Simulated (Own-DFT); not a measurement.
# What random displacements cost in rutile TiO2, 72 atoms (O48Ti24)

All numbers below are calculated, not measured. The program, named Own-DFT, is a retired in-house plane-wave density functional code that no person has reviewed. Each row is one single-point run on a periodic cell that was not relaxed, without spin or spin-orbit coupling.

Settings of every run: PBE; PseudoDojo norm-conserving scalar-relativistic files; cutoff 72 hartree; 3 x 3 x 3 k mesh centred on Gamma; Fermi-Dirac smearing of 0.1 eV.

Known limits: oxygen file: force components 24 meV/angstrom off all-electron in a glass; forces on such cells passed a denser k mesh, each cell not checked; stress not checked against mesh or cutoff.

Cell vectors in Å: (9.187, 0.000, 0.000); (0.000, 9.187, 0.000); (0.000, 0.000, 8.876). In each run every atom was moved at random and independently from its ideal site; u is the rms move along one axis. E is the free energy for each atom above the fitted value at u = 0, and F the rms of the force components.

| run | u (Å) | E (meV/atom) | F (eV/Å) | largest force (eV/Å) | P (GPa) |
|---|---|---|---|---|---|
| 1 | 0.0197 | 8.5 | 0.380 | 1.83 | 4.89 |
| 2 | 0.0202 | ? | ? | ? | ? |
| 3 | 0.0206 | 7.8 | 0.330 | 1.44 | 5.00 |
| 4 | 0.0445 | 39.6 | 0.832 | 3.68 | 5.70 |
| 5 | 0.0495 | 57.9 | 1.067 | 3.63 | 6.72 |
| 6 | 0.0507 | 56.6 | 1.043 | 3.76 | 6.76 |
| 7 | 0.0805 | 126.8 | 1.589 | 6.71 | 10.15 |
| 8 | 0.0808 | 128.4 | 1.584 | 6.41 | 9.62 |
| 9 | 0.1113 | 264.1 | 2.370 | 8.41 | 15.67 |

## Worked fit

For small independent moves the energy grows as E = (3/2) K u², with K the mean stiffness felt by one atom. The runs with u up to 0.11 Å give K = 13.9 ± 0.6 eV/Å², with residuals divided by u² + 0.0006 Å², since the noise grows with the moves. The scatter is 4.4 meV/atom at u = 0.05 Å. The forces follow F = G u with G = 19.4 eV/Å²; no force at u = 0 is resolved. G exceeds K because the moves of its neighbours add to the force on an atom, and stiffness differs between atoms. The pressure follows P = 4.54 + 820 u² GPa: at fixed volume, shortened bonds push harder than stretched ones pull.

## Withheld run

Question: what energy and rms force should run 2 give?

The fit gives 8 ± 1 meV/atom and about 0.39 eV/Å. The calculation gave 9.3 meV/atom and 0.389 eV/Å.
